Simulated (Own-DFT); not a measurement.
# A layer strained by its substrate: grey tin, 32 atoms (Sn32)

Everything here is calculated. The program is Own-DFT (plane waves, in-house, since retired, never reviewed by a person); positions were held fixed, and spin and spin-orbit coupling were off.

Common settings: PBE; PseudoDojo norm-conserving scalar-relativistic files; cutoff 42 hartree; 3 x 3 x 5 k mesh centred on Gamma; cold (Marzari-Vanderbilt) smearing of 0.2 eV.

Caveats: forces on such cells failed a check on a denser k mesh; stress not checked against mesh or cutoff.

Unstrained cell vectors in Å: (12.978, 0.000, 0.000); (0.000, 12.978, 0.000); (0.000, 0.000, 6.489). The unstrained cell has measured lattice constants (interpolated for alloys), not those of this functional. That, the random moves and any unrelaxed bonds set the pressure at no strain. Each run strains x and y alike by e, as a substrate would, and holds the height along z. All atoms carry random offsets, Gaussian with a width of 0.05 Å per axis. Stress is positive in tension.

| e (%) | u (Å) | (s_xx + s_yy)/2 (GPa) | s_zz (GPa) |
|---|---|---|---|
| -2.50 | 0.048 | -6.85 | -6.10 |
| -2.00 | 0.052 | -6.16 | -5.68 |
| -1.50 | 0.050 | -5.38 | -4.94 |
| -1.00 | 0.050 | -4.72 | -4.42 |
| -0.50 | 0.047 | -4.20 | -4.02 |
| 0.25 | 0.047 | -3.25 | -3.32 |
| 1.25 | 0.053 | -2.25 | -2.56 |
| 2.25 | 0.046 | ? | ? |
| 2.50 | 0.043 | -1.02 | -1.71 |
| 3.00 | 0.052 | -0.69 | -1.40 |

## Worked fit

With e as a fraction, the in-plane stress is -3.6 + 116 e - 641 e² GPa (errors 1 and 57, scatter 0.05), and s_zz is -3.5 + 89 e - 610 e² GPa (slope ± 1, scatter 0.07). At e = 0 the first slope is C11 + C12 and the second 2 C12, both with the ions held to the strained lattice and at the cell's own pressure. The term in e² is negative: the layer stiffens under compression and softens under tension. A free layer would change its height as e changes, and the in-plane slope would drop by 2 C12²/C11 to the biaxial modulus. At fixed height, a misfit of 1 % moves the in-plane stress by about 1.2 GPa and s_zz by 0.9 GPa.

## Check

The question: what are the two stresses at e = 2.25 %?

Estimate: -1.3 and -1.9 GPa. The calculation gave -1.24 and -1.89 GPa.
